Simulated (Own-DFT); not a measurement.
## Calculated data, Hf₃₁O₆₄ (monoclinic hafnia with one vacancy, atoms displaced)

A calculation, not a measurement: plane-wave density functional theory by an unreviewed code, no spin, of a simulated periodic cell, stress positive in tension, run twice, with PBE and with PBEsol, both on files made for PBE, so the change isn't that of files made for PBEsol, defect cell not probed for a lower state with spin; a neutral cation vacancy leaves holes that likely carry spin, which this run leaves out; hafnium file: forces about 75 meV/angstrom off all-electron values; oxygen file: force components 24 meV/angstrom off all-electron in one glass; forces on such cells passed a denser k mesh, this cell's mesh not checked; the far tail of each file's local potential was reset to the Coulomb form; each entry is a single point on an unrelaxed cell, so the pressure reflects the starting lattice, mostly measured values (interpolated for alloys), from which strain is counted, and rises with the displacements; printed positions are rounded, which can move forces by about a meV/angstrom; the program, named Own-DFT, is a retired in-house code; no spin-orbit coupling; stress was not checked against mesh or cutoff. Program: Own-DFT development build.

Entry: Hf₃₁O₆₄ (monoclinic hafnia with one vacancy, atoms displaced)

```xyz
95
Lattice="10.2340 0.0000 0.0000 0.0000 10.3500 0.0000 -1.6955 0.0000 10.4453" Properties=species:S:1:pos:R:3 Hf31O64
Hf     1.2432     0.2014     1.1144
Hf     3.4382     2.7854     1.5571
Hf     3.0557     4.9953     4.1394
Hf     0.8077     2.4426     3.6854
O      0.0844     1.6802     1.8322
O      4.6589     4.2558     0.8222
O      4.1726     3.5078     3.3593
O     -0.3559     0.8670     4.4718
O      1.9027     3.9521     2.5565
O      2.7376     1.3688     0.1056
O      2.3766     1.3234     2.7118
O      1.4308     3.8571     5.1167
Hf     0.3568     0.2091     6.2556
Hf     2.6451     2.8361     6.7416
Hf    -0.0586     2.4326     8.8860
O     -0.7172     1.6952     7.0376
O      3.7687     4.2945     6.0532
O      3.3368     3.4003     8.6297
O     -1.1927     0.8544     9.6664
O      1.0833     3.8935     7.6986
O      1.9712     1.2961     5.3241
O      1.5231     1.2186     7.9345
O      0.5896     3.9168    10.3293
Hf     1.1743     5.4144     1.1093
Hf     3.4885     7.9667     1.4719
Hf     3.0314    10.1287     4.1616
Hf     0.8177     7.5668     3.6894
O      0.0693     6.9039     1.8409
O      4.6206     9.4839     0.8564
O      4.2144     8.6479     3.3687
O     -0.3201     6.0298     4.4695
O      1.8754     9.0672     2.4939
O      2.8161     6.5322     0.1158
O      2.3819     6.4204     2.7180
O      1.4696     9.0403     5.1082
Hf     0.4026     5.4139     6.3162
Hf     2.6179     7.9733     6.7780
Hf     2.1726    10.1452     9.3524
Hf    -0.0402     7.5436     8.9056
O     -0.7601     6.9541     7.0564
O      3.7346     9.4642     6.0026
O      3.3210     8.6389     8.5972
O     -1.1746     6.0873     9.6068
O      1.0843     9.1283     7.7337
O      2.0109     6.5275     5.3386
O      1.5453     6.4524     7.9172
O      0.6835     8.9932    10.3691
Hf     6.3887     0.2306     1.1234
Hf     8.5991     2.8046     1.4798
Hf     8.2023     4.9946     4.1955
Hf     5.9165     2.3509     3.7145
O      5.2301     1.7013     1.8254
O      9.6904     4.2884     0.7927
O      9.3607     3.4620     3.4479
O      4.8277     0.8789     4.4239
O      7.0943     3.9385     2.4727
O      7.9299     1.3743     0.0821
O      7.4653     1.2359     2.7616
O      6.6053     3.8639     5.1212
Hf     5.4727     0.1542     6.3186
Hf     7.7079     2.8097     6.7335
Hf     7.3096     4.9084     9.4119
Hf     5.0450     2.3942     8.8455
O      4.3785     1.6802     7.0194
O      8.8932     4.3110     6.0200
O      8.4422     3.5195     8.6382
O      3.9308     0.8251     9.6128
O      6.1438     3.9377     7.6343
O      7.0481     1.3347     5.3326
O      6.6494     1.2629     7.9632
O      5.7250     3.8577    10.3293
Hf     6.3667     5.4057     1.0909
Hf     8.5499     7.9660     1.4931
Hf     8.1590    10.2030     4.0969
Hf     5.9652     7.5039     3.7370
O      5.2295     6.9042     1.8041
O      9.7243     9.5070     0.7078
O      9.3512     8.6775     3.4545
O      4.7521     6.0132     4.4471
O      7.0186     9.0642     2.5218
O      7.8321     6.5135     0.0804
O      7.4946     6.4767     2.6911
O      6.6017     9.0110     5.1349
Hf     5.4997     5.4331     6.3174
Hf     7.7086     7.9745     6.7374
Hf     7.3054    10.1726     9.3101
Hf     5.0770     7.6281     8.8961
O      4.3053     6.9038     7.0607
O      8.8751     9.4935     6.0098
O      8.4278     8.5899     8.7012
O      3.9384     6.0237     9.6853
O      6.1814     9.0964     7.6799
O      7.0559     6.4847     5.3245
O      6.6190     6.4426     7.9160
O      5.7307     9.0298    10.3442
```

```
functional                                        : PBE, then PBEsol
potential files                                   : PseudoDojo norm-conserving, scalar-relativistic, standard set
wave cutoff                                       : 72 hartree
occupations                                       : Fermi-Dirac
smearing width                                    : 0.1 eV
k mesh                                            : 2 x 2 x 2 centred on Gamma
PBE pressure                                      : 4.58 GPa
PBE stress xx                                     : -5.1 GPa
PBE stress yy                                     : -4 GPa
PBE stress zz                                     : -4.64 GPa
PBE stress yz                                     : -0.05 GPa
PBE stress xz                                     : -0.31 GPa
PBE stress xy                                     : 0.36 GPa
PBEsol pressure                                   : -1.75 GPa
PBEsol stress xx                                  : 1.25 GPa
PBEsol stress yy                                  : 2.27 GPa
PBEsol stress zz                                  : 1.72 GPa
PBEsol stress yz                                  : -0.05 GPa
PBEsol stress xz                                  : 0.03 GPa
PBEsol stress xy                                  : 0.35 GPa
rms change of force components from PBE to PBEsol : 0.047 eV/Å
```

Force:
| force element | PBE force x (eV/Å) | PBE force y (eV/Å) | PBE force z (eV/Å) | PBEsol force x (eV/Å) | PBEsol force y (eV/Å) | PBEsol force z (eV/Å) |
| --- | --- | --- | --- | --- | --- | --- |
| Hf | -0.012 | -0.097 | -0.709 | -0.01 | -0.034 | -0.728 |
| Hf | -0.071 | 1.011 | -2.021 | -0.079 | 1.046 | -1.933 |
| Hf | -1.205 | -0.042 | 0.105 | -1.19 | -0.08 | 0.118 |
| Hf | 0.67 | -1.005 | 0.749 | 0.667 | -1.006 | 0.699 |
| O | -0.896 | 0.613 | -0.06 | -0.859 | 0.619 | -0.019 |
| O | 0.315 | -0.386 | 0.85 | 0.344 | -0.405 | 0.904 |
| O | 1.359 | -0.646 | 0.733 | 1.303 | -0.648 | 0.668 |
| O | -0.245 | 0.769 | -1.265 | -0.241 | 0.715 | -1.179 |
| O | -0.701 | -0.078 | -0.67 | -0.624 | -0.094 | -0.635 |
| O | 0.557 | -0.207 | 0.123 | 0.473 | -0.219 | 0.129 |
| O | 0.383 | -1.007 | 0.437 | 0.312 | -0.965 | 0.414 |
| O | 0.334 | 0.129 | 0.008 | 0.378 | 0.135 | -0.003 |
| Hf | 1.243 | -0.417 | 1.202 | 1.215 | -0.353 | 1.145 |
| Hf | -1.135 | -0.492 | 1.027 | -1.112 | -0.427 | 1.057 |
| Hf | 1.906 | 0.128 | 0.86 | 1.874 | 0.082 | 0.815 |
| O | -1.806 | 1.292 | 0.01 | -1.746 | 1.274 | 0.054 |
| O | 0.805 | 0.607 | -0.58 | 0.775 | 0.608 | -0.612 |
| O | 0.55 | -0.425 | -0.201 | 0.638 | -0.57 | -0.343 |
| O | -0.236 | 0.464 | -0.703 | -0.234 | 0.429 | -0.634 |
| O | -1.162 | -0.317 | -0.896 | -1.119 | -0.378 | -0.961 |
| O | 0.223 | 0.668 | -0.098 | 0.155 | 0.631 | -0.101 |
| O | 0.26 | 0.357 | 0.303 | 0.191 | 0.337 | 0.305 |
| O | -0.919 | -0.871 | 0.975 | -0.939 | -0.909 | 1.007 |
| Hf | 3.024 | -0.242 | -1.288 | 2.983 | -0.188 | -1.289 |
| Hf | -0.292 | -0.665 | 0.475 | -0.308 | -0.597 | 0.472 |
| Hf | -0.186 | 0.149 | -0.937 | -0.201 | 0.091 | -0.872 |
| Hf | 0.565 | 0.322 | 0.544 | 0.562 | 0.284 | 0.497 |
| O | -1.044 | 0.282 | -0.328 | -1.007 | 0.294 | -0.268 |
| O | 0.98 | 0.883 | -0.549 | 0.946 | 0.86 | -0.578 |
| O | 0.452 | -0.202 | 0.894 | 0.428 | -0.213 | 0.83 |
| O | -0.236 | 0.536 | -0.618 | -0.229 | 0.493 | -0.547 |
| O | 0.025 | 0.411 | 0.142 | 0.078 | 0.393 | 0.139 |
| O | -1.081 | 0.427 | 0.558 | -1.188 | 0.508 | 0.611 |
| O | -0.055 | 0.131 | 0.173 | -0.124 | 0.126 | 0.18 |
| O | -0.203 | -0.481 | -0.305 | -0.134 | -0.455 | -0.308 |
| Hf | 1.349 | -0.228 | 1.603 | 1.337 | -0.177 | 1.533 |
| Hf | -1.48 | -0.796 | -0.23 | -1.469 | -0.748 | -0.186 |
| Hf | -0.302 | 0.464 | 0.018 | -0.306 | 0.406 | 0.018 |
| Hf | 1.823 | -0.336 | 0.688 | 1.783 | -0.385 | 0.645 |
| O | -0.468 | -0.42 | -0.98 | -0.459 | -0.393 | -0.898 |
| O | 1.223 | 0.596 | 0.06 | 1.19 | 0.611 | 0.008 |
| O | 1.026 | 0.171 | 0.942 | 0.995 | 0.15 | 0.862 |
| O | -1.648 | -1.254 | 1.006 | -1.599 | -1.234 | 1.033 |
| O | -0.689 | -0.217 | -0.106 | -0.592 | -0.215 | -0.098 |
| O | -0.376 | -0.172 | -0.349 | -0.427 | -0.181 | -0.342 |
| O | -0.898 | 0.635 | -0.726 | -1 | 0.733 | -0.817 |
| O | -0.686 | 0.425 | -0.511 | -0.592 | 0.423 | -0.494 |
| Hf | -0.546 | -0.668 | -0.845 | -0.534 | -0.61 | -0.842 |
| Hf | -0.888 | -0.643 | 0.857 | -0.879 | -0.564 | 0.846 |
| Hf | -0.593 | -0.803 | -1.207 | -0.573 | -0.837 | -1.132 |
| Hf | 0.437 | 1.204 | -0.12 | 0.439 | 1.096 | -0.143 |
| O | -0.838 | 0.486 | -0.056 | -0.794 | 0.477 | 0.007 |
| O | 1.099 | 0.704 | 0.295 | 1.045 | 0.693 | 0.227 |
| O | -0.644 | 0.307 | -0.418 | -0.619 | 0.286 | -0.446 |
| O | -1.38 | -0.765 | -0.05 | -1.325 | -0.752 | 0 |
| O | -0.215 | -0.201 | 0.456 | -0.139 | -0.203 | 0.429 |
| O | -0.074 | -0.245 | 0.574 | -0.126 | -0.245 | 0.572 |
| O | 0.474 | 0.59 | -0.69 | 0.39 | 0.565 | -0.66 |
| O | -0.164 | -0.318 | -0.463 | -0.089 | -0.309 | -0.434 |
| Hf | 0.598 | 0.733 | -0.45 | 0.592 | 0.768 | -0.464 |
| Hf | 0.006 | -0.265 | -0.292 | -0.023 | -0.197 | -0.27 |
| Hf | -0.884 | 1.825 | -1.534 | -0.861 | 1.717 | -1.465 |
| Hf | -0.317 | 0.261 | 1.258 | -0.345 | 0.214 | 1.184 |
| O | -0.596 | 0.184 | -0.433 | -0.557 | 0.188 | -0.369 |
| O | 0.247 | -0.029 | 0.585 | 0.222 | -0.011 | 0.507 |
| O | 0.529 | -1.05 | -0.492 | 0.498 | -1.034 | -0.517 |
| O | 0.158 | 0.15 | 0.244 | 0.157 | 0.133 | 0.286 |
| O | 0.143 | -0.426 | 0.9 | 0.203 | -0.426 | 0.86 |
| O | 0.445 | 0.147 | 0.384 | 0.374 | 0.142 | 0.362 |
| O | 0.375 | 0.17 | -0.729 | 0.308 | 0.166 | -0.708 |
| O | 0.246 | -0.298 | -0.446 | 0.326 | -0.279 | -0.426 |
| Hf | -1.375 | -0.886 | -0.65 | -1.335 | -0.813 | -0.675 |
| Hf | 0.342 | 0.843 | 0.247 | 0.306 | 0.862 | 0.268 |
| Hf | 0.038 | -1.315 | 1.089 | 0.037 | -1.328 | 1.095 |
| Hf | -0.814 | 1.188 | -1.039 | -0.773 | 1.121 | -1.052 |
| O | -0.385 | 0.072 | 0.353 | -0.359 | 0.084 | 0.394 |
| O | 0.051 | -0.63 | 1.478 | 0.039 | -0.592 | 1.388 |
| O | -0.144 | -0.318 | -0.716 | -0.145 | -0.321 | -0.737 |
| O | 0.479 | 0.681 | -0.415 | 0.476 | 0.646 | -0.35 |
| O | 0.103 | 0.438 | -0.343 | 0.164 | 0.425 | -0.344 |
| O | 1.196 | 0.402 | 0.168 | 1.095 | 0.392 | 0.178 |
| O | 0.669 | -0.471 | 0.802 | 0.579 | -0.435 | 0.779 |
| O | -0.329 | -0.26 | -0.477 | -0.263 | -0.255 | -0.456 |
| Hf | -0.374 | -0.73 | 0.702 | -0.344 | -0.675 | 0.664 |
| Hf | 0.824 | 0.106 | 0.326 | 0.791 | 0.152 | 0.348 |
| Hf | 0.538 | -0.221 | 0.808 | 0.533 | -0.265 | 0.83 |
| Hf | -0.61 | -1.528 | 0.488 | -0.59 | -1.553 | 0.458 |
| O | 0.572 | -0.094 | -0.365 | 0.569 | -0.067 | -0.314 |
| O | -0.14 | -0.224 | 0.459 | -0.14 | -0.199 | 0.392 |
| O | -0.128 | 0.25 | -0.751 | -0.14 | 0.243 | -0.791 |
| O | 0.655 | 0.785 | -0.465 | 0.814 | 0.834 | -0.347 |
| O | -0.478 | -0.043 | 0.529 | -0.409 | -0.051 | 0.508 |
| O | 0.488 | 0.388 | 0.055 | 0.404 | 0.373 | 0.049 |
| O | 0.303 | -0.065 | 0.335 | 0.227 | -0.044 | 0.303 |
| O | -0.133 | 0.119 | -0.297 | -0.066 | 0.115 | -0.289 |
